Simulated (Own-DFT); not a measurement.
# Hybrid less PBE against volume: corundum Al2O3, 78 atoms (Al32O46), with two O vacancies

All values are computed. Each geometry was run twice at fixed positions with Own-DFT, a retired in-house plane-wave program that no person has reviewed: with PBE, and with HSE06 (exact exchange share 0.25 at short range, screening 0.11 per bohr, Gygi-Baldereschi treatment of its divergence). Both used PseudoDojo norm-conserving files made for PBE, a cutoff of 48 hartree, the Gamma point alone, fixed occupations, a neutral cell and no spin. The unstrained cell is 7.9 Å across at its thinnest, so Gamma alone is coarse and defects feel their images. The oxygen file's force components were 24 meV/Å off all-electron values in a glass.

Unstrained cell vectors in Å: (5.494, 0.000, 8.660); (-2.747, 4.758, 8.660); (-2.747, -4.758, 8.660), volume V0 = 679.1 Å³, from measured lattice constants. Each geometry has its own random strain of a few per cent, its own defect sites and random moves of rms u per axis. HSE06 gave the energy alone. D is its energy less that of PBE, over the lowest D shown. The PBE stress wasn't checked against mesh or cutoff.

```
run,V - V0 (Å³),u (Å),P with PBE (GPa),D (eV)
1,20.6,0.0317,0.64,1.673
2,1.4,0.0293,7.27,0.899
3,-15.2,0.0320,13.05,0.234
4,19.2,0.0303,0.90,1.565
5,-20.4,0.0294,15.44,0.000
6,16.6,0.0296,1.89,1.463
7,24.7,0.0307,-1.04,1.827
8,5.8,0.0323,4.74,1.091
9,-5.0,0.0298,9.04,0.612
10,-3.3,0.0488,9.63,0.916
11,-10.8,0.0306,11.58,0.399
12,0.2,0.0502,8.95,1.074
13,-7.5,0.0473,11.40,?
```

## Analysis

D = 0.69 + 0.0399 (V - V0) + 151 u² eV, with an error of 0.0003 on the volume slope, 8 on the last term and a scatter of 0.02 eV. Pressure is -dE/dV, and 1 eV/Å³ is 160.2 GPa, so HSE06 changes the pressure by -6.4 ± 0.1 GPa. With the ions held to the strained lattice, the PBE pressure falls by 242 ± 6 GPa per unit of volume strain; the shape of the strain isn't fitted, so the true error is larger, and a relaxed crystal would be softer. On that slope HSE06's volume at a given pressure is about 2.6 % smaller, or 0.9 % in lengths. At u = 0 and V0 the PBE pressure is 7.0 GPa, which puts the zero-pressure volume, against the measured cell and with the defects in, at +2.9 % for PBE and +0.3 % for HSE06, each good to a few tenths of a per cent.

## Test on the hidden row

Question: what D should run 13 give?

Estimate: 0.73 eV, with rows scattering by 0.02. Computed: 0.703 eV.
